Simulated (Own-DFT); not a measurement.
# Shaking the atoms of zincblende GaP, 64 atoms (Ga32P32)

Calculated results; nothing here was measured. The program, named Own-DFT, is a retired in-house plane-wave density functional code that no person has reviewed. Each row is one single-point run on a periodic cell that was not relaxed, without spin or spin-orbit coupling.

Settings of every run: PBE; PseudoDojo norm-conserving scalar-relativistic files; cutoff 42 hartree; 3 x 3 x 3 k mesh centred on Gamma; Fermi-Dirac smearing of 0.1 eV.

Known limits, some of them of some rows only: some atoms lie very close together; forces on such cells passed a denser k mesh, each cell not checked; stress not checked against mesh or cutoff.

Cell vectors in Å: (10.901, 0.000, 0.000); (0.000, 10.901, 0.000); (0.000, 0.000, 10.901). In each run every atom was moved at random and independently from its ideal site; u is the rms move along one axis. E is the free energy for each atom above the fitted value at u = 0, and F the rms of the force components.

```
run,u (Å),E (meV/atom),F (eV/Å),largest force (eV/Å),P (GPa)
1,0.0191,7.4,0.283,1.00,2.71
2,0.0200,6.9,0.268,0.90,2.70
3,0.0203,7.5,0.276,1.14,2.71
4,0.0480,35.9,0.635,2.52,3.08
5,0.0511,45.2,0.726,2.96,3.27
6,0.0942,?,?,?,?
7,0.1067,226.2,1.954,8.94,5.95
8,0.1145,258.7,2.029,10.89,6.55
9,0.1595,438.1,2.739,13.40,8.99
10,0.1870,624.0,3.873,16.87,11.51
```

## Worked fit

For small independent moves the energy grows as E = (3/2) K u², with K the mean stiffness felt by one atom. The runs with u up to 0.11 Å give K = 12.0 ± 0.7 eV/Å², with residuals divided by u² + 0.0006 Å², since the noise grows with the moves. The scatter is 4.4 meV/atom at u = 0.05 Å. The forces follow F = G u with G = 14.7 eV/Å²; no force at u = 0 is resolved. G exceeds K because the moves of its neighbours add to the force on an atom, and stiffness differs between atoms. At u = 0.187 Å the parabola gives 628 meV/atom and the run 624. The pressure follows P = 2.54 + 297 u² GPa: at fixed volume, shortened bonds push harder than stretched ones pull.

## Withheld run

Question: what energy and rms force should run 6 give?

The fit gives 159 ± 17 meV/atom and about 1.38 eV/Å. The calculation gave 154.8 meV/atom and 1.416 eV/Å.
